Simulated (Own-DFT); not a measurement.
# What random displacements cost in monoclinic HfO2, 96 atoms (Hf32O64)

All numbers below are calculated, not measured. They come from Own-DFT, an in-house plane-wave density functional program, since retired, whose code no person has reviewed. Each row is one single-point run on a periodic cell that was not relaxed, without spin or spin-orbit coupling.

Settings of every run: PBEsol; PseudoDojo norm-conserving scalar-relativistic files, made for PBE; cutoff 72 hartree; 2 x 2 x 2 k mesh centred on Gamma; Fermi-Dirac smearing of 0.1 eV.

Known limits, some of them of some rows only: some atoms lie very close together; hafnium file: forces about 75 meV/angstrom off all-electron values; oxygen file: force components 24 meV/angstrom off all-electron in a glass; forces on such cells passed a denser k mesh, each cell not checked; stress not checked against mesh or cutoff.

Cell vectors in Å: (10.234, 0.000, 0.000); (0.000, 10.350, 0.000); (-1.696, 0.000, 10.445). In each run every atom was moved at random and independently from its ideal site; u is the rms move along one axis. E is the free energy for each atom above the fitted value at u = 0, and F the rms of the force components.

| run | u (Å) | E (meV/atom) | F (eV/Å) | largest force (eV/Å) | P (GPa) |
|---|---|---|---|---|---|
| 1 | 0.0198 | 8.8 | 0.371 | 1.35 | -2.44 |
| 2 | 0.0204 | 11.8 | 0.441 | 1.82 | -2.48 |
| 3 | 0.0212 | ? | ? | ? | ? |
| 4 | 0.0473 | 56.9 | 0.973 | 4.68 | -0.95 |
| 5 | 0.0476 | 53.1 | 0.952 | 3.12 | -0.73 |
| 6 | 0.0736 | 135.0 | 1.703 | 9.10 | 2.24 |
| 7 | 0.0780 | 159.3 | 1.814 | 7.76 | 3.62 |
| 8 | 0.1257 | 361.9 | 3.044 | 17.06 | 10.14 |

## Worked fit

For small independent moves the energy grows as E = (3/2) K u², with K the mean stiffness felt by one atom. The runs with u up to 0.11 Å give K = 16.8 ± 0.5 eV/Å², with residuals divided by u² + 0.0006 Å², since the noise grows with the moves. The scatter is 3.6 meV/atom at u = 0.05 Å. The forces follow F = G u with G = 21.3 eV/Å²; no force at u = 0 is resolved. G exceeds K because the moves of its neighbours add to the force on an atom, and stiffness differs between atoms. The pressure follows P = -2.99 + 1024 u² GPa: at fixed volume, shortened bonds push harder than stretched ones pull.

## Withheld run

Question: what energy and rms force should run 3 give?

The fit gives 11 ± 1 meV/atom and about 0.45 eV/Å. The calculation gave 11.8 meV/atom and 0.446 eV/Å.
